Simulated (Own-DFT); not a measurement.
# Biaxial strain at fixed height in wurtzite AlN, 72 atoms (Al36N36)

No measurement is shown. These are fixed-geometry runs of a retired plane-wave code named Own-DFT, which no person has reviewed; spin and spin-orbit coupling are neglected.

Method: PBE; PseudoDojo norm-conserving scalar-relativistic files; cutoff 42 hartree; 3 x 3 x 2 k mesh centred on Gamma; Fermi-Dirac smearing of 0.1 eV.

Limits: forces on such cells moved up to 12 meV/angstrom on a denser k mesh; stress not checked against mesh or cutoff.

Unstrained cell vectors in Å: (9.336, 0.000, 0.000); (-4.668, 8.085, 0.000); (0.000, 0.000, 9.964). The unstrained cell has measured lattice constants (interpolated for alloys), not those of this functional. That, the random moves and any unrelaxed bonds set the pressure at no strain. Each run strains x and y alike by e, as a substrate would, and holds the height along z. Each atom got a random Gaussian move of width 0.05 Å along each axis. Stress is positive in tension.

| e (%) | u (Å) | (s_xx + s_yy)/2 (GPa) | s_zz (GPa) |
|---|---|---|---|
| -2.75 | 0.046 | -24.51 | -8.24 |
| -1.25 | 0.053 | -14.37 | -6.80 |
| -1.00 | 0.052 | -13.09 | -5.33 |
| -0.75 | 0.053 | -10.10 | -6.88 |
| -0.25 | 0.050 | -7.52 | -6.62 |
| 0.75 | 0.049 | ? | ? |
| 1.50 | 0.045 | 2.58 | -2.88 |
| 1.75 | 0.054 | 2.89 | -2.49 |
| 2.00 | 0.051 | 5.68 | -4.04 |
| 2.75 | 0.047 | 8.98 | -3.52 |

## Worked fit

With e as a fraction, the in-plane stress is -6.2 + 609 e - 2159 e² GPa (errors 12 and 776, scatter 0.61), and s_zz is -5.4 + 100 e GPa (slope ± 18, scatter 0.94). At e = 0 the first slope is C11 + C12 and the second 2 C13, both with the ions held to the strained lattice and at the cell's own pressure. A free layer would change its height as e changes, and the in-plane slope would drop by 2 C13²/C33 to the biaxial modulus. At fixed height, a misfit of 1 % moves the in-plane stress by about 6.1 GPa and s_zz by 1.0 GPa.

## Check

The question: what are the two stresses at e = 0.75 %?

The fit gives -1.7 and -4.7 GPa. The calculation gave -1.27 and -4.04 GPa.
